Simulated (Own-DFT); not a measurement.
# What a defect does to the pressure of its cell: 3C SiC

Calculated, not measured: single-point runs of Own-DFT, a retired in-house plane-wave DFT program that no person has reviewed, on unrelaxed cells, without spin or spin-orbit coupling.

All runs used: PBE; PseudoDojo norm-conserving scalar-relativistic files; cutoff 42 hartree; 4 x 4 x 4 k mesh centred on Gamma; Fermi-Dirac smearing of 0.1 eV.

Caveats (not all hold for every row): not probed for a lower state with spin; forces on such cells failed a check on a denser k mesh; forces on such cells passed a denser k mesh, each cell not checked; stress not checked against mesh or cutoff.

All runs share one cell, with vectors in Å (8.719, 0.000, 0.000); (0.000, 8.719, 0.000); (0.000, 0.000, 8.719) and a volume of 662.9 Å³. Atoms were moved at random from their sites; u is the rms move along one axis. The defect's site can differ from row to row.

```
cell,formula,u (Å),P (GPa)
no defect,C32Si32,0.0306,3.82
no defect,C32Si32,0.0605,6.11
no defect,C32Si32,0.0614,5.75
two Al on a Si site each,Al2C32Si30,0.0287,5.93
two Al on a Si site each,Al2C32Si30,0.0318,6.19
two Al on a Si site each,Al2C32Si30,0.0497,7.56
two Al on a Si site each,Al2C32Si30,0.0521,?
two N on a C site each,C30N2Si32,0.0280,1.94
two N on a C site each,C30N2Si32,0.0496,3.71
two N on a C site each,C30N2Si32,0.0505,3.62
one C vacancy,C31Si32,0.0286,3.27
one C vacancy,C31Si32,0.0311,3.29
one C vacancy,C31Si32,0.0458,4.54
one Al on a Si site and one N on a C site,AlC31NSi31,0.0487,5.15
one Al on a Si site and one N on a C site,AlC31NSi31,0.0487,5.62
one Al on a Si site and one N on a C site,AlC31NSi31,0.0526,6.16
```

## What the rows give

P = P0 + c u² + a shift for each defect gives P0 = 2.78 GPa, c = 880 ± 76 GPa/Å² and a scatter of 0.24 GPa. The shifts, and each times the cell's volume:

- two Al on a Si site each: 2.52 ± 0.22 GPa, 10.4 eV (5.2 eV for each of its 2 sites)
- one Al on a Si site and one N on a C site: 0.66 ± 0.19 GPa, 2.7 eV
- one C vacancy: -0.21 ± 0.22 GPa, -0.9 eV (not resolved)
- two N on a C site each: -1.38 ± 0.20 GPa, -5.7 eV (-2.9 eV for each of its 2 sites)

Against the defect-free cell, a freed cell would be larger where the shift is positive and smaller where it is negative (160.2 GPa Å³ is 1 eV). The atoms around the defects weren't relaxed, which would change these numbers.

## Prediction

Q: what pressure belongs in the blank (two Al on a Si site each, u = 0.0521 Å)?

From the fit: 7.69 ± 0.29 GPa. The hidden result is 7.90 GPa.
